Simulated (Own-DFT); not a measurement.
Simulation results for GaP (zincblende, atoms displaced)

All values are calculated (Own-DFT development build). A calculation, not a measurement: plane-wave PBE density functional theory by an unreviewed code, no spin, of a simulated periodic cell, stress positive in tension, free energy of the whole cell less one offset for each atom, forces on such cells passed a denser k mesh, this cell's mesh not checked; offsets are fitted by least squares, one for each functional and potential file, so energies compare only between cells with the same atoms and settings and are not formation energies; the far tail of each file's local potential was reset to the Coulomb form; each entry is a single point on an unrelaxed cell, so the pressure reflects the starting lattice, mostly measured values (interpolated for alloys), from which strain is counted, and rises with the displacements; printed positions are rounded, which can move forces by about a meV/angstrom; the program, named Own-DFT, is a retired in-house code; no spin-orbit coupling.

Settings shared by all entries: functional PBE; potential files PseudoDojo norm-conserving, scalar-relativistic, standard set; wave cutoff 42 hartree; occupations Fermi-Dirac; smearing width 0.1 eV; k mesh 3 x 3 x 3 centred on Gamma.

(1) GaP (zincblende, atoms displaced)

```
cell vectors (Å)
  10.9010     0.0000     0.0000
   0.0000    10.9010     0.0000
   0.0000     0.0000    10.9010
atoms (fractions of the cell vectors)
Ga  0.99906  0.00239  0.00064
Ga  0.00173  0.24544  0.26103
Ga  0.25061  0.00022  0.24859
Ga  0.24276  0.24387  0.00182
P   0.12961  0.13100  0.12401
P   0.11920  0.37694  0.37402
P   0.37833  0.12289  0.37353
P   0.38041  0.37544  0.12412
Ga  0.99569  0.00292  0.50154
Ga  0.99762  0.24861  0.74779
Ga  0.25188  0.99616  0.74340
Ga  0.25509  0.25002  0.49821
P   0.11648  0.12696  0.61662
P   0.12853  0.38141  0.87082
P   0.38007  0.12026  0.88481
P   0.37487  0.37766  0.62373
Ga  0.00594  0.49353  0.00178
Ga  0.00116  0.73800  0.24290
Ga  0.24767  0.50096  0.24873
Ga  0.25159  0.76186  0.00257
P   0.12408  0.61988  0.12143
P   0.11927  0.87224  0.37651
P   0.37055  0.62176  0.37076
P   0.37100  0.87490  0.12260
Ga  0.99548  0.50407  0.49113
Ga  0.99755  0.75110  0.74560
Ga  0.24859  0.50337  0.75985
Ga  0.25453  0.75724  0.50238
P   0.12324  0.61837  0.62933
P   0.12325  0.88071  0.87502
P   0.37264  0.61911  0.87501
P   0.36850  0.87108  0.63083
Ga  0.49323  0.99905  0.99619
Ga  0.49446  0.24756  0.25084
Ga  0.75204  0.99695  0.24726
Ga  0.74707  0.24259  0.99543
P   0.63339  0.12723  0.12541
P   0.62214  0.37879  0.37478
P   0.87942  0.13072  0.37291
P   0.87549  0.36970  0.12778
Ga  0.50017  0.99965  0.50227
Ga  0.50173  0.25059  0.73720
Ga  0.74749  0.99889  0.75598
Ga  0.74833  0.24529  0.50949
P   0.62334  0.12677  0.63050
P   0.62564  0.37593  0.87053
P   0.87001  0.12883  0.87519
P   0.86766  0.37469  0.63113
Ga  0.50083  0.50141  0.00426
Ga  0.49895  0.74423  0.25225
Ga  0.75399  0.50018  0.25130
Ga  0.75790  0.75215  0.00794
P   0.63038  0.62337  0.12766
P   0.62817  0.87611  0.37985
P   0.87464  0.62039  0.37280
P   0.87841  0.87752  0.12341
Ga  0.49677  0.49645  0.49899
Ga  0.50148  0.75738  0.75591
Ga  0.74463  0.50646  0.75277
Ga  0.75825  0.75000  0.50484
P   0.62148  0.63060  0.62816
P   0.62258  0.86534  0.87080
P   0.87089  0.62775  0.86875
P   0.87796  0.87590  0.63078
```

It finds free energy of cell above offsets -33.175 eV; pressure 3.32 GPa; stress xx -3.37 GPa; stress yy -3.3 GPa; stress zz -3.27 GPa; stress yz -0.11 GPa; stress xz 0.02 GPa; stress xy -0.38 GPa.

Force:
```tsv
element	x (eV/Å)	y (eV/Å)	z (eV/Å)
Ga	0.211	0.524	-0.204
Ga	0.436	0.853	-1.587
Ga	-0.43	-0.204	0.292
Ga	1.393	1.454	-0.964
P	-1.347	-1.137	1.091
P	1.114	-0.065	0.282
P	-0.46	-0.27	0.308
P	-1.116	-0.318	0.091
Ga	-0.188	-0.562	-0.594
Ga	0.131	0.527	0.163
Ga	-0.827	1.348	0.959
Ga	-0.671	0.231	-0.115
P	1.409	0.094	0.877
P	-0.642	-1.878	0.598
P	-1.287	1.39	-2.281
P	-0.657	-0.079	0.399
Ga	-1.236	0.258	-0.405
Ga	-0.137	0.817	0.555
Ga	0.002	-0.643	-0.233
Ga	-0.816	-1.483	-0.917
P	0.738	0.632	-0.339
P	0.244	0.166	-0.384
P	0.146	0.456	0.881
P	1.18	0.227	1.093
Ga	0.321	-0.896	1.557
Ga	0.73	-0.409	0.758
Ga	0.312	-0.194	-1.478
Ga	-1.029	-1.32	-0.525
P	0.16	0.752	-0.799
P	-0.082	-0.431	-0.311
P	0.703	1.56	0.835
P	1.536	0.411	-0.577
Ga	1.814	-0.82	1.025
Ga	1.086	0.403	-0.259
Ga	0.039	0.425	0.535
Ga	-0.005	1.531	0.307
P	-1.477	-0.787	0.135
P	0.431	-0.878	0.144
P	-1.523	-1.326	0.949
P	0.111	-0.112	-0.329
Ga	-0.039	-0.179	0.306
Ga	-0.691	0.498	1.787
Ga	-0.064	-0.162	-0.219
Ga	0.066	0.753	-1.025
P	0.37	-1.377	-0.673
P	-0.495	-0.229	0.512
P	0.934	-0.806	-0.212
P	0.524	0.593	-0.607
Ga	0.425	-0.182	-0.581
Ga	0.265	0.518	-0.158
Ga	-0.43	-0.743	-0.254
Ga	-0.671	-0.519	-0.949
P	-0.221	0.394	-0.134
P	-0.094	-0.38	-0.344
P	-0.303	1.19	-0.03
P	0.366	-0.224	0.593
Ga	0.369	0.852	-0.011
Ga	-1.209	-1.682	-0.912
Ga	-0.036	-0.311	-0.339
Ga	-0.56	-0.114	-0.129
P	-0.134	-0.256	-0.672
P	1.023	1.572	1.917
P	0.819	-0.129	1.187
P	-0.534	0.678	-0.586
```

(2) GaP (zincblende, atoms displaced)

```
cell vectors (Å)
  10.9010     0.0000     0.0000
   0.0000    10.9010     0.0000
   0.0000     0.0000    10.9010
atoms (fractions of the cell vectors)
Ga  0.00073  0.00243  0.99064
Ga  0.99818  0.24893  0.24807
Ga  0.24403  0.99442  0.25190
Ga  0.24288  0.25071  0.00635
P   0.12253  0.11495  0.11308
P   0.12987  0.38313  0.36623
P   0.37539  0.12181  0.37128
P   0.37433  0.38277  0.12756
Ga  0.99500  0.99862  0.49710
Ga  0.99894  0.25393  0.75178
Ga  0.24892  0.00277  0.73801
Ga  0.24642  0.24280  0.50104
P   0.12434  0.12859  0.61894
P   0.12473  0.37895  0.87318
P   0.36989  0.12373  0.87203
P   0.37496  0.37192  0.62079
Ga  0.00003  0.49943  0.99428
Ga  0.00076  0.75149  0.25224
Ga  0.24696  0.49770  0.25122
Ga  0.25809  0.75305  0.00250
P   0.11969  0.61615  0.11928
P   0.12067  0.87297  0.36853
P   0.38230  0.62434  0.37677
P   0.37830  0.86766  0.12232
Ga  0.00010  0.50051  0.50658
Ga  0.00716  0.74037  0.74836
Ga  0.25159  0.49309  0.74813
Ga  0.23713  0.76096  0.49957
P   0.13194  0.62424  0.62782
P   0.12858  0.87577  0.87278
P   0.37459  0.62995  0.86834
P   0.37431  0.86941  0.62699
Ga  0.49923  0.98861  0.00103
Ga  0.50765  0.24560  0.24613
Ga  0.74973  0.00128  0.25156
Ga  0.75214  0.24967  0.99720
P   0.63115  0.12450  0.13213
P   0.62680  0.37093  0.36352
P   0.87109  0.12913  0.37411
P   0.87743  0.37230  0.11956
Ga  0.49550  0.00161  0.50471
Ga  0.50816  0.24924  0.75208
Ga  0.75211  0.00221  0.74136
Ga  0.75946  0.25257  0.49636
P   0.62768  0.12469  0.61916
P   0.62510  0.37127  0.87673
P   0.88146  0.12304  0.87697
P   0.87497  0.37901  0.62547
Ga  0.51064  0.49565  0.99582
Ga  0.50722  0.75425  0.24610
Ga  0.74671  0.49875  0.25226
Ga  0.75128  0.74946  0.00797
P   0.62454  0.61937  0.12413
P   0.61475  0.87126  0.37153
P   0.86985  0.62946  0.37310
P   0.87754  0.86509  0.12563
Ga  0.49838  0.50732  0.50585
Ga  0.50230  0.74883  0.75017
Ga  0.74814  0.50027  0.73973
Ga  0.74787  0.74460  0.50079
P   0.62123  0.61724  0.63042
P   0.62483  0.88244  0.87677
P   0.87839  0.62454  0.87337
P   0.87417  0.87754  0.62743
```

The calculation gives: free energy of cell above offsets -32.977 eV; pressure 3.34 GPa; stress xx -3.38 GPa; stress yy -3.28 GPa; stress zz -3.35 GPa; stress yz -0.16 GPa; stress xz -0.14 GPa; stress xy -0.32 GPa.

Force:
```tsv
element	x (eV/Å)	y (eV/Å)	z (eV/Å)
Ga	-0.105	-1.709	0.461
Ga	0.604	0.002	-0.332
Ga	0.888	0.477	-0.922
Ga	0.967	0.316	-0.629
P	0.131	0.699	1.828
P	-1.43	-1.753	1.762
P	-0.257	0.172	0.069
P	0.471	-1.124	-0.524
Ga	0.079	0.336	-0.051
Ga	0.248	-0.21	-0.108
Ga	0.091	-0.213	0.891
Ga	0.701	1.135	-1.239
P	-1.09	-0.608	0.499
P	0.134	-0.612	0.126
P	0.51	0.169	0.42
P	0.333	-0.312	0.299
Ga	-0.458	-0.288	0.069
Ga	-0.157	-1.275	-0.775
Ga	1.145	1.511	-0.599
Ga	-1.243	-0.933	-0.661
P	0.885	1.324	0.707
P	-0.3	0.627	0.766
P	-1.239	0.938	-0.482
P	-0.297	0.791	1.131
Ga	0.334	0.519	-1.072
Ga	-0.415	1.052	0.446
Ga	0.586	0.41	0.099
Ga	1.491	-1.185	-0.054
P	-0.306	-0.293	-0.717
P	0.025	-0.182	-0.304
P	0.244	-1.071	0.704
P	-0.035	0.525	-0.487
Ga	-0.276	1.784	0.081
Ga	-1.332	0.396	-0.03
Ga	0.229	-1.027	0.192
Ga	0.051	-0.397	0.372
P	-0.436	-0.497	-1.766
P	-0.205	0.416	2.017
P	0.935	-0.775	-0.246
P	-0.257	0.517	0.363
Ga	-0.085	-0.504	-0.497
Ga	-1.062	-0.43	-0.333
Ga	-0.206	0.279	1.05
Ga	-1.181	0.439	0.152
P	0.153	0.535	0.086
P	0.984	0.135	-0.753
P	-1.259	0.595	-1.096
P	0.162	-0.721	-0.115
Ga	-1.599	0.701	0.131
Ga	-0.944	-1.434	-0.219
Ga	0.796	0.018	-0.719
Ga	-0.375	-0.389	-1.08
P	0.291	0.48	0.016
P	1.513	1.04	1.238
P	0.677	-0.784	0.38
P	0.101	1.839	0.034
Ga	-0.051	-1.382	-0.951
Ga	0.152	0.397	0.365
Ga	0.444	-0.243	1.785
Ga	-0.478	0.687	0.154
P	0.321	1.392	-0.565
P	0.926	-1.116	-0.688
P	-0.967	0.023	-0.206
P	0.445	-1.209	-0.472
```

(3) GaP (zincblende, atoms displaced)

```
cell vectors (Å)
  10.9010     0.0000     0.0000
   0.0000    10.9010     0.0000
   0.0000     0.0000    10.9010
atoms (fractions of the cell vectors)
Ga  0.00317  0.99918  0.99346
Ga  0.00483  0.24019  0.24725
Ga  0.24964  0.00382  0.25556
Ga  0.24230  0.25121  0.99517
P   0.12599  0.11774  0.12479
P   0.12314  0.37486  0.36822
P   0.37652  0.12324  0.37960
P   0.37174  0.37494  0.12964
Ga  0.99763  0.99906  0.50398
Ga  0.00298  0.25543  0.75816
Ga  0.24889  0.98882  0.74528
Ga  0.25199  0.24388  0.49381
P   0.11892  0.11421  0.62253
P   0.12188  0.37033  0.87526
P   0.37504  0.12337  0.87242
P   0.37114  0.37047  0.62229
Ga  0.99612  0.50137  0.99775
Ga  0.99708  0.73839  0.25454
Ga  0.25021  0.50207  0.24827
Ga  0.25340  0.75246  0.99645
P   0.12844  0.62639  0.12439
P   0.12847  0.87396  0.37186
P   0.37445  0.62236  0.37042
P   0.37281  0.87015  0.11915
Ga  0.00491  0.49644  0.49695
Ga  0.00529  0.75084  0.74804
Ga  0.24597  0.49451  0.74989
Ga  0.24477  0.75160  0.50118
P   0.12560  0.61956  0.61613
P   0.12180  0.86585  0.87617
P   0.37382  0.62241  0.87514
P   0.37470  0.87524  0.61922
Ga  0.50104  0.99859  0.00090
Ga  0.50549  0.24461  0.24870
Ga  0.75293  0.99436  0.25177
Ga  0.74897  0.25358  0.00277
P   0.61807  0.12524  0.12755
P   0.61417  0.37730  0.37444
P   0.87229  0.12618  0.38092
P   0.87327  0.37872  0.12431
Ga  0.50274  0.00265  0.49787
Ga  0.49961  0.25858  0.74875
Ga  0.74931  0.00122  0.74841
Ga  0.74237  0.25339  0.50844
P   0.62749  0.11943  0.62126
P   0.62126  0.37821  0.87315
P   0.87864  0.12425  0.87172
P   0.87386  0.38081  0.61961
Ga  0.49732  0.49611  0.00583
Ga  0.50537  0.74532  0.24924
Ga  0.74727  0.49558  0.25682
Ga  0.75140  0.74878  0.99608
P   0.62871  0.61648  0.13566
P   0.62254  0.87954  0.38167
P   0.87016  0.62392  0.37431
P   0.87590  0.87542  0.12695
Ga  0.50278  0.49903  0.49785
Ga  0.50473  0.74518  0.74182
Ga  0.74687  0.49678  0.75477
Ga  0.75263  0.75286  0.49744
P   0.62928  0.62703  0.62467
P   0.62310  0.87558  0.88130
P   0.87327  0.62857  0.87226
P   0.87808  0.86496  0.62181
```

It finds free energy of cell above offsets -33.973 eV; pressure 3.09 GPa; stress xx -3.14 GPa; stress yy -3.07 GPa; stress zz -3.06 GPa; stress yz -0.63 GPa; stress xz -0.11 GPa; stress xy -0.08 GPa.

Force:
```tsv
element	x (eV/Å)	y (eV/Å)	z (eV/Å)
Ga	-0.45	-0.283	0.585
Ga	-0.911	0.538	0.16
Ga	0.56	-0.757	-0.604
Ga	1.129	-0.662	0.794
P	0.182	0.36	-0.506
P	0.452	-0.503	0.205
P	0.404	0.091	-0.967
P	0.005	-0.838	-0.504
Ga	-0.312	-0.678	-0.988
Ga	-0.822	-0.952	-1.85
Ga	-0.095	0.69	0.492
Ga	-1.046	0.352	0.663
P	0.917	1.472	0.824
P	0.162	1.398	0.354
P	-0.235	0.067	-0.12
P	0.133	0.49	-0.195
Ga	0.277	0.328	0.214
Ga	0.469	1.056	-0.635
Ga	-0.158	-0.11	0.056
Ga	-0.32	-0.748	0.084
P	-0.426	-0.203	-0.41
P	-1.042	-0.058	0.307
P	0.038	0.534	0.825
P	0.611	0.761	1.163
Ga	-0.73	0.151	-0.474
Ga	-0.403	-0.968	-0.44
Ga	0.348	0.306	-0.148
Ga	0.806	-0.286	-0.661
P	0.052	0.299	1.174
P	0.602	0.806	-0.25
P	0.273	-0.091	-0.391
P	0.517	-0.481	0.244
Ga	-0.721	0.254	0.037
Ga	-1.344	0.648	0.431
Ga	-0.314	0.733	0.155
Ga	-0.123	-0.455	-0.296
P	1.486	-0.653	-0.529
P	1.234	-0.96	0.164
P	-0.067	0.093	-0.378
P	0.304	-0.607	0.497
Ga	-0.588	-0.187	0.496
Ga	-0.13	-1.223	-0.159
Ga	0.385	-0.795	0.182
Ga	0.439	0.149	-1.019
P	-0.63	0.768	0.948
P	0.181	-0.395	0.695
P	-0.646	0.297	0.41
P	0.153	-0.498	1.026
Ga	0.003	0.449	0.002
Ga	-0.537	0.533	0.168
Ga	0.416	-0.331	-0.061
Ga	-0.246	0.018	1.053
P	-0.097	0.697	-1.555
P	0.358	-0.846	-1.043
P	0.28	-0.554	0.551
P	0.325	-0.487	-0.427
Ga	-0.974	0.707	0.655
Ga	-0.751	0.668	0.855
Ga	0.515	0.589	-0.611
Ga	-0.437	-0.31	0.012
P	0.163	-0.725	-0.514
P	0.241	-0.266	-1.121
P	0.362	-0.448	-0.225
P	-0.227	1.056	0.607
```

(4) GaP (zincblende, atoms displaced)

```
cell vectors (Å)
  10.9010     0.0000     0.0000
   0.0000    10.9010     0.0000
   0.0000     0.0000    10.9010
atoms (fractions of the cell vectors)
Ga  0.00388  0.99606  0.00126
Ga  0.00050  0.24953  0.25569
Ga  0.24499  0.00035  0.23961
Ga  0.25454  0.25321  0.00708
P   0.12728  0.12286  0.13122
P   0.12054  0.36918  0.37895
P   0.37531  0.11807  0.37908
P   0.37566  0.37461  0.12253
Ga  0.99528  0.99993  0.50837
Ga  0.99565  0.24381  0.74441
Ga  0.24894  0.00076  0.75697
Ga  0.24644  0.25290  0.49651
P   0.12405  0.12863  0.62695
P   0.13111  0.37431  0.87223
P   0.38119  0.12538  0.87309
P   0.37997  0.37067  0.62791
Ga  0.99769  0.50494  0.99478
Ga  0.99795  0.75970  0.25379
Ga  0.25817  0.50067  0.24917
Ga  0.25006  0.75046  0.98973
P   0.12938  0.62072  0.12743
P   0.12289  0.87291  0.37696
P   0.37720  0.62514  0.38452
P   0.37525  0.87183  0.12492
Ga  0.99632  0.49462  0.49571
Ga  0.99961  0.75530  0.75037
Ga  0.25027  0.49693  0.74423
Ga  0.25056  0.75047  0.50233
P   0.12348  0.61726  0.62491
P   0.12904  0.87911  0.87343
P   0.37518  0.62541  0.87280
P   0.37284  0.87842  0.62813
Ga  0.50294  0.99479  0.00039
Ga  0.50272  0.25103  0.24973
Ga  0.73586  0.99717  0.24378
Ga  0.75137  0.25178  0.00079
P   0.62691  0.12224  0.12514
P   0.62997  0.38100  0.37051
P   0.87702  0.12728  0.37462
P   0.87276  0.37498  0.12967
Ga  0.49921  0.99318  0.50306
Ga  0.49901  0.24763  0.74347
Ga  0.75350  0.00192  0.74562
Ga  0.75091  0.25579  0.49883
P   0.62159  0.12855  0.62164
P   0.62968  0.37920  0.87423
P   0.86988  0.12761  0.87324
P   0.87143  0.37523  0.62231
Ga  0.48742  0.49684  0.99509
Ga  0.50309  0.74616  0.24726
Ga  0.73956  0.50499  0.24438
Ga  0.74523  0.74542  0.00284
P   0.62518  0.61703  0.12303
P   0.62577  0.86601  0.37718
P   0.87252  0.62241  0.38851
P   0.87464  0.87057  0.12816
Ga  0.49901  0.50289  0.50826
Ga  0.50724  0.74920  0.74642
Ga  0.75393  0.50039  0.74671
Ga  0.75142  0.75425  0.48896
P   0.62774  0.62102  0.63684
P   0.62283  0.87442  0.86876
P   0.87119  0.62056  0.88003
P   0.87558  0.87456  0.62216
```

It finds free energy of cell above offsets -33.480 eV; pressure 3.24 GPa; stress xx -3.27 GPa; stress yy -3.31 GPa; stress zz -3.15 GPa; stress yz 0.62 GPa; stress xz -0.57 GPa; stress xy 0.96 GPa.

Force:
```tsv
element	x (eV/Å)	y (eV/Å)	z (eV/Å)
Ga	-0.622	0.571	0.056
Ga	-0.277	-0.079	-0.655
Ga	1.025	-0.913	1.709
Ga	-0.618	-0.812	-1.029
P	-0.901	1.047	-1.275
P	0.753	1.099	-0.873
P	-0.226	0.51	-0.802
P	0.381	-0.115	0.984
Ga	0.752	0.514	-0.979
Ga	0.159	0.936	0.673
Ga	0.436	0.871	-0.764
Ga	0.786	-0.642	0.615
P	0.453	-0.747	-0.229
P	-0.914	-0.328	0.268
P	-0.43	0.008	0.763
P	-0.9	0.404	-0.847
Ga	0.84	-1.094	0.854
Ga	0.225	-1.748	0.246
Ga	-0.564	-0.147	0.712
Ga	0.044	-0.424	1.11
P	-0.576	0.909	-0.283
P	0.424	0.845	0.27
P	0.045	0.058	-0.848
P	-0.039	-0.091	-0.283
Ga	0.377	0.072	0.763
Ga	0	-0.917	0.139
Ga	0.337	0.044	0.458
Ga	-0.41	-0.059	0.18
P	-0.244	0.796	-0.187
P	-0.788	-0.553	0.192
P	-0.123	0.159	-0.755
P	0.013	-0.681	0.22
Ga	-0.23	0.282	-0.152
Ga	-0.165	-0.306	0.458
Ga	1.593	-0.259	1.122
Ga	-0.175	0.143	0.13
P	-0.765	0.716	-0.754
P	-1.068	-0.357	0.781
P	-0.905	-0.864	0.19
P	0.503	0.254	-0.313
Ga	0.243	0.365	-0.19
Ga	0.716	0.2	1.113
Ga	-0.583	0.02	0.026
Ga	-0.287	-0.564	-0.483
P	0.719	-0.603	-0.34
P	-0.79	-0.568	-0.059
P	0.733	-0.575	0.468
P	0.545	-0.095	0.427
Ga	1.249	0.129	-0.166
Ga	-0.375	-0.324	0.237
Ga	1.887	-0.479	1.014
Ga	0.158	0.435	-0.399
P	-1.452	0.946	-0.847
P	-0.938	1.218	-0.775
P	0.132	0.084	-2.294
P	-0.623	0.594	-0.666
Ga	0.651	-0.45	-0.255
Ga	-1.099	0.087	0.302
Ga	0.205	-0.386	0.709
Ga	0.101	-0.865	2.04
P	0.156	0.756	-1.852
P	0.869	0.126	0.66
P	0.171	1.157	-0.928
P	-0.591	-0.303	0.395
```
